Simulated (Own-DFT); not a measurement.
## Calculated data, SiC (4H silicon carbide, atoms displaced)

Computed with Own-DFT development build. A calculation, not a measurement: plane-wave PBE density functional theory by an unreviewed code, no spin, of a simulated periodic cell, stress positive in tension, free energy of the whole cell less one offset for each atom, forces on such cells passed a denser k mesh, this cell's mesh not checked; offsets are fitted by least squares, one for each functional and potential file, so energies compare only between cells with the same atoms and settings and are not formation energies; the far tail of each file's local potential was reset to the Coulomb form; each entry is a single point on an unrelaxed cell, so the pressure reflects the starting lattice, mostly measured values (interpolated for alloys), from which strain is counted, and rises with the displacements; printed positions are rounded, which can move forces by about a meV/angstrom; the program, named Own-DFT, is a retired in-house code; no spin-orbit coupling.

Settings shared by all entries: functional PBE; potential files PseudoDojo norm-conserving, scalar-relativistic, standard set; wave cutoff 42 hartree; occupations Fermi-Dirac; smearing width 0.1 eV; hardware one NVIDIA H100; k mesh 4 x 4 x 3 centred on Gamma.

(1) 
```cif
# cell vector a (Å): 9.2481 0.0000 0.0000
# cell vector b (Å): -4.6241 8.0091 0.0000
# cell vector c (Å): 0.0000 0.0000 10.0681
data_SiC
_symmetry_space_group_name_H-M 'P 1'
_symmetry_Int_Tables_number 1
_cell_length_a 9.2481
_cell_length_b 9.2481
_cell_length_c 10.0681
_cell_angle_alpha 90.000
_cell_angle_beta 90.000
_cell_angle_gamma 120.000
_cell_volume 745.73
loop_
_atom_site_label
_atom_site_type_symbol
_atom_site_fract_x
_atom_site_fract_y
_atom_site_fract_z
_atom_site_occupancy
Si1 Si 0.99423 0.99846 0.40167 1
Si2 Si 0.10490 0.23003 0.15674 1
C1 C 0.99156 0.99665 0.09412 1
C2 C 0.11546 0.23264 0.35059 1
Si3 Si 0.99102 0.32143 0.40067 1
Si4 Si 0.10123 0.55437 0.15855 1
C3 C 0.98072 0.32132 0.10049 1
C4 C 0.10627 0.53916 0.35395 1
Si5 Si 0.00023 0.66272 0.41646 1
Si6 Si 0.10700 0.88075 0.15401 1
C5 C 0.99413 0.66820 0.10495 1
C6 C 0.10565 0.87865 0.33540 1
Si7 Si 0.32570 0.99981 0.39943 1
Si8 Si 0.44316 0.22538 0.15527 1
C7 C 0.35202 0.01576 0.09029 1
C8 C 0.45871 0.23539 0.33871 1
Si9 Si 0.32890 0.33265 0.41251 1
Si10 Si 0.43836 0.55311 0.15405 1
C9 C 0.34245 0.34547 0.10411 1
C10 C 0.43915 0.54478 0.34425 1
Si11 Si 0.32921 0.66433 0.40841 1
Si12 Si 0.44588 0.89312 0.16760 1
C11 C 0.33344 0.67358 0.09303 1
C12 C 0.43974 0.88317 0.34430 1
Si13 Si 0.66017 0.99099 0.40717 1
Si14 Si 0.78334 0.22906 0.15788 1
C13 C 0.67104 0.99728 0.08718 1
C14 C 0.77689 0.22022 0.33879 1
Si15 Si 0.66801 0.32753 0.41056 1
Si16 Si 0.77428 0.55996 0.15727 1
C15 C 0.65244 0.31419 0.09036 1
C16 C 0.77350 0.56221 0.34097 1
Si17 Si 0.66749 0.67694 0.39807 1
Si18 Si 0.76729 0.88568 0.15147 1
C17 C 0.66216 0.65560 0.08586 1
C18 C 0.78250 0.90028 0.33313 1
Si19 Si 0.00071 0.99441 0.89893 1
Si20 Si 0.88952 0.77784 0.64966 1
C19 C 0.00158 0.99117 0.59299 1
C20 C 0.88638 0.77251 0.83443 1
Si21 Si 0.99880 0.67239 0.90990 1
Si22 Si 0.88801 0.44990 0.64575 1
C21 C 0.99555 0.67639 0.59027 1
C22 C 0.88997 0.44762 0.84106 1
Si23 Si 0.00648 0.34463 0.90544 1
Si24 Si 0.88734 0.10653 0.65362 1
C23 C 0.99578 0.32423 0.60261 1
C24 C 0.89411 0.11547 0.83432 1
Si25 Si 0.65451 0.00255 0.90766 1
Si26 Si 0.55480 0.78581 0.66065 1
C25 C 0.67726 0.00325 0.60531 1
C26 C 0.56697 0.77345 0.84387 1
Si27 Si 0.67199 0.67167 0.89614 1
Si28 Si 0.55514 0.43180 0.66687 1
C27 C 0.66825 0.67466 0.59236 1
C28 C 0.56110 0.45427 0.84614 1
Si29 Si 0.66015 0.34852 0.89611 1
Si30 Si 0.56524 0.11241 0.65590 1
C29 C 0.66983 0.33833 0.58254 1
C30 C 0.54257 0.10452 0.84349 1
Si31 Si 0.33639 0.99516 0.90353 1
Si32 Si 0.23551 0.78669 0.65356 1
C31 C 0.34018 0.00458 0.59158 1
C32 C 0.20329 0.76078 0.84445 1
Si33 Si 0.32717 0.66654 0.91302 1
Si34 Si 0.21964 0.44447 0.66294 1
C33 C 0.33476 0.66444 0.59284 1
C34 C 0.22548 0.45001 0.84006 1
Si35 Si 0.32375 0.33659 0.90552 1
Si36 Si 0.21411 0.11007 0.65055 1
C35 C 0.34632 0.34597 0.60902 1
C36 C 0.21616 0.11182 0.84370 1
_calc_free_energy_of_cell_above_offsets '-3.413'  # eV
_calc_pressure 5.88  # GPa
_calc_stress_xx -6.89  # GPa
_calc_stress_yy -4.2  # GPa
_calc_stress_zz -6.55  # GPa
_calc_stress_yz 0.26  # GPa
_calc_stress_xz -0.45  # GPa
_calc_stress_xy -0.36  # GPa
_calc_wall_time 342.3  # s
```

Force:
```tsv
element	x (eV/Å)	y (eV/Å)	z (eV/Å)
Si	1.658	0.347	0.021
Si	2.162	-1.691	0.399
C	1.2	0.44	-0.555
C	0.369	-2.729	-1.159
Si	0.1	0.843	2.781
Si	1.119	-0.259	0.885
C	3.773	4.288	-2.692
C	-1.228	2.371	-1.298
Si	-0.905	-0.188	-3.697
Si	-0.165	3.159	-0.37
C	0.731	-1.252	-2.774
C	-0.098	1.187	1.962
Si	0.835	0.814	0.388
Si	0.269	0.48	0.364
C	-1.947	-3.257	0.535
C	-2.09	-2.464	1.547
Si	2.06	0.624	0.332
Si	0.69	2.258	1.066
C	-2.406	-3.101	-3.018
C	-0.684	2.713	-0.229
Si	0.958	-1.341	-0.498
Si	0.564	0.428	-3.568
C	-0.702	-1.007	1.456
C	-0.239	0.354	1.681
Si	0.215	1.444	0.176
Si	-4.246	-3.453	-0.662
C	-2.18	0.796	1.798
C	-0.582	-0.934	1.697
Si	-0.765	1.98	-3.713
Si	0.047	-2.245	0.059
C	1.202	3.548	-0.736
C	1.558	-0.882	1.241
Si	0.082	-1.503	1.534
Si	1.848	-0.566	-1.245
C	-1.239	1.817	0.36
C	-1.062	-1.328	1.52
Si	-2.053	0.631	1.239
Si	-1.729	-0.404	0.787
C	-1.645	1.623	-1.678
C	0.659	0.939	1.114
Si	-1.304	-1.968	0.003
Si	1.237	-0.157	1.784
C	3.133	-1.305	1.26
C	-1.125	0.276	-0.006
Si	-1.068	-2.485	-0.445
Si	2.042	0.709	1.167
C	-0.285	1.649	-2.432
C	-0.702	-0.272	2.549
Si	3.183	-0.306	-1.025
Si	1.745	-1.985	-0.366
C	-2.427	-0.939	-3.205
C	-4.835	1.922	0.077
Si	0.973	-0.441	2.116
Si	-0.069	3.33	-2.488
C	-0.143	-0.803	-0.256
C	-2.547	-0.928	-0.648
Si	4.067	-3.311	3.137
Si	-1.325	0.422	-0.077
C	0.289	-1.158	3.936
C	1.466	2.168	-1.68
Si	-2.943	-0.256	0.666
Si	-1.902	-1.44	0.341
C	-0.338	0.313	-0.406
C	2.774	3.019	-0.542
Si	1.41	0.492	-1.66
Si	0.242	0.082	-2.041
C	-0.628	0.763	0.728
C	-0.781	0.425	2.634
Si	2.02	-0.662	0.996
Si	2.14	0.951	1.488
C	-2.156	-2.568	-2.332
C	1.721	-0.017	-0.324
```

(2) 
```cif
# cell vector a (Å): 9.2481 0.0000 0.0000
# cell vector b (Å): -4.6241 8.0091 0.0000
# cell vector c (Å): 0.0000 0.0000 10.0681
data_SiC
_symmetry_space_group_name_H-M 'P 1'
_symmetry_Int_Tables_number 1
_cell_length_a 9.2481
_cell_length_b 9.2481
_cell_length_c 10.0681
_cell_angle_alpha 90.000
_cell_angle_beta 90.000
_cell_angle_gamma 120.000
_cell_volume 745.73
loop_
_atom_site_label
_atom_site_type_symbol
_atom_site_fract_x
_atom_site_fract_y
_atom_site_fract_z
_atom_site_occupancy
Si1 Si 0.00040 0.98884 0.40577 1
Si2 Si 0.10475 0.22243 0.15937 1
C1 C 0.99866 0.00011 0.09086 1
C2 C 0.09422 0.20882 0.33766 1
Si3 Si 0.99803 0.32496 0.40665 1
Si4 Si 0.11877 0.56674 0.16219 1
C3 C 0.99304 0.32387 0.09303 1
C4 C 0.10536 0.54809 0.35034 1
Si5 Si 0.00675 0.66748 0.39772 1
Si6 Si 0.10370 0.88366 0.14751 1
C5 C 0.00252 0.66486 0.10647 1
C6 C 0.10953 0.89106 0.35017 1
Si7 Si 0.33189 0.99201 0.40780 1
Si8 Si 0.44559 0.22531 0.16435 1
C7 C 0.33183 0.99865 0.09134 1
C8 C 0.46047 0.22852 0.34307 1
Si9 Si 0.35496 0.33758 0.40587 1
Si10 Si 0.44618 0.56538 0.15755 1
C9 C 0.33588 0.34677 0.10120 1
C10 C 0.43264 0.55263 0.33218 1
Si11 Si 0.32116 0.67036 0.40333 1
Si12 Si 0.45132 0.89266 0.15816 1
C11 C 0.33904 0.66774 0.09638 1
C12 C 0.45509 0.89561 0.34785 1
Si13 Si 0.66410 0.99755 0.40547 1
Si14 Si 0.77132 0.22236 0.14973 1
C13 C 0.66886 0.99248 0.08736 1
C14 C 0.76575 0.21713 0.34736 1
Si15 Si 0.66852 0.34191 0.40728 1
Si16 Si 0.76810 0.56050 0.15361 1
C15 C 0.66004 0.33208 0.09981 1
C16 C 0.77883 0.56959 0.33631 1
Si17 Si 0.66020 0.66438 0.41459 1
Si18 Si 0.76673 0.87904 0.17067 1
C17 C 0.65577 0.65491 0.08614 1
C18 C 0.77398 0.87754 0.33711 1
Si19 Si 0.00535 0.00395 0.90560 1
Si20 Si 0.89734 0.78569 0.66242 1
C19 C 0.01711 0.99563 0.60607 1
C20 C 0.87707 0.76759 0.83776 1
Si21 Si 0.00239 0.66615 0.90790 1
Si22 Si 0.88018 0.44579 0.64754 1
C21 C 0.99306 0.66909 0.60115 1
C22 C 0.87378 0.44135 0.84670 1
Si23 Si 0.00332 0.34207 0.90608 1
Si24 Si 0.88654 0.10559 0.65675 1
C23 C 0.99383 0.33373 0.59877 1
C24 C 0.88464 0.10439 0.84511 1
Si25 Si 0.65757 0.99384 0.90787 1
Si26 Si 0.56627 0.77529 0.64371 1
C25 C 0.67139 0.00708 0.59861 1
C26 C 0.55908 0.77608 0.85586 1
Si27 Si 0.66357 0.66549 0.90369 1
Si28 Si 0.53543 0.42964 0.65471 1
C27 C 0.66697 0.66250 0.59943 1
C28 C 0.56267 0.43550 0.84594 1
Si29 Si 0.67702 0.33697 0.90659 1
Si30 Si 0.55958 0.11929 0.66165 1
C29 C 0.66933 0.34102 0.59088 1
C30 C 0.55772 0.10522 0.84543 1
Si31 Si 0.32708 0.99860 0.90978 1
Si32 Si 0.22582 0.77970 0.65178 1
C31 C 0.32008 0.99283 0.59172 1
C32 C 0.23063 0.77663 0.83965 1
Si33 Si 0.32921 0.65763 0.91172 1
Si34 Si 0.22744 0.44090 0.64773 1
C33 C 0.34107 0.67311 0.60192 1
C34 C 0.21382 0.43816 0.83233 1
Si35 Si 0.34440 0.33409 0.91077 1
Si36 Si 0.22095 0.11357 0.65093 1
C35 C 0.33482 0.32669 0.59351 1
C36 C 0.23455 0.10881 0.86041 1
_calc_free_energy_of_cell_above_offsets '-2.952'  # eV
_calc_pressure 6.19  # GPa
_calc_stress_xx -7.75  # GPa
_calc_stress_yy -4.15  # GPa
_calc_stress_zz -6.68  # GPa
_calc_stress_yz 0.6  # GPa
_calc_stress_xz -0.46  # GPa
_calc_stress_xy 0.49  # GPa
_calc_wall_time 345.3  # s
```

Force:
```tsv
element	x (eV/Å)	y (eV/Å)	z (eV/Å)
Si	-1.965	1.593	0.831
Si	1.239	-0.428	-1.712
C	-0.439	-0.772	1.014
C	2.064	0.487	2.628
Si	-1.493	-0.515	0.561
Si	0.505	-2.748	-0.523
C	-0.354	2.534	0.105
C	0.06	0.444	-1.086
Si	-2.752	0.033	2.165
Si	0.458	2.007	1.732
C	-1.484	-0.321	-2.492
C	2.634	-1.006	-2.411
Si	-0.323	1.868	-0.296
Si	-1.027	-0.271	-2.327
C	0.265	0.048	1.982
C	-1.967	-1.84	1.305
Si	-3.236	-0.69	-1.427
Si	0.87	-1.832	-1.422
C	0.105	-1.938	-0.615
C	0.867	0.813	4.513
Si	2.985	-0.436	1.384
Si	-0.655	0.196	-0.937
C	-2.048	0.76	0.212
C	-2.345	-1.974	-1.107
Si	1.71	1.26	1.202
Si	0.725	-0.774	1.487
C	-1.158	0.964	2.553
C	1.515	0.979	-0.966
Si	1.794	0.37	-0.817
Si	1.804	-1.328	0.252
C	0.715	0.72	-1.505
C	0.58	-1.406	1.931
Si	0.116	-0.265	-1.764
Si	1.262	0.61	-6.889
C	0.219	2.186	1.229
C	-0.561	0.995	5.896
Si	-0.982	-0.993	0.073
Si	-0.547	-2.222	-0.729
C	-5.375	0.409	-3.132
C	1.82	1.697	2.896
Si	-0.436	-0.038	-0.613
Si	1.493	0.886	2.417
C	2.173	-0.488	-2.303
C	4.749	2.106	-1.476
Si	-0.766	-2.324	-0.643
Si	0.898	1.077	1.168
C	1.5	-0.385	-1.497
C	0.003	1.136	-0.088
Si	2.249	-0.002	-0.881
Si	-2.502	1.615	3.556
C	-0.075	-1.567	-1.714
C	-1.494	-0.946	-2.551
Si	0.586	-0.81	-0.101
Si	4.529	2.939	2.288
C	0.664	-0.51	-1.179
C	-2.423	1.039	-1.041
Si	-2.959	-3.095	1.912
Si	-0.246	-1.29	-0.865
C	-1.847	-1.428	0.08
C	-1.595	1.275	0.332
Si	4.122	-1.584	-0.253
Si	-0.896	-1.162	1.559
C	2.166	2.015	0.2
C	-1.514	-0.087	1.362
Si	0.736	0.855	-1.934
Si	-2.326	0.957	1.007
C	-0.006	-1.272	-2.779
C	2.026	0.454	2.015
Si	-1.411	-0.034	0.503
Si	3.072	-0.462	3.017
C	-2.174	0.099	-1.839
C	-3.895	1.818	-3.453
```
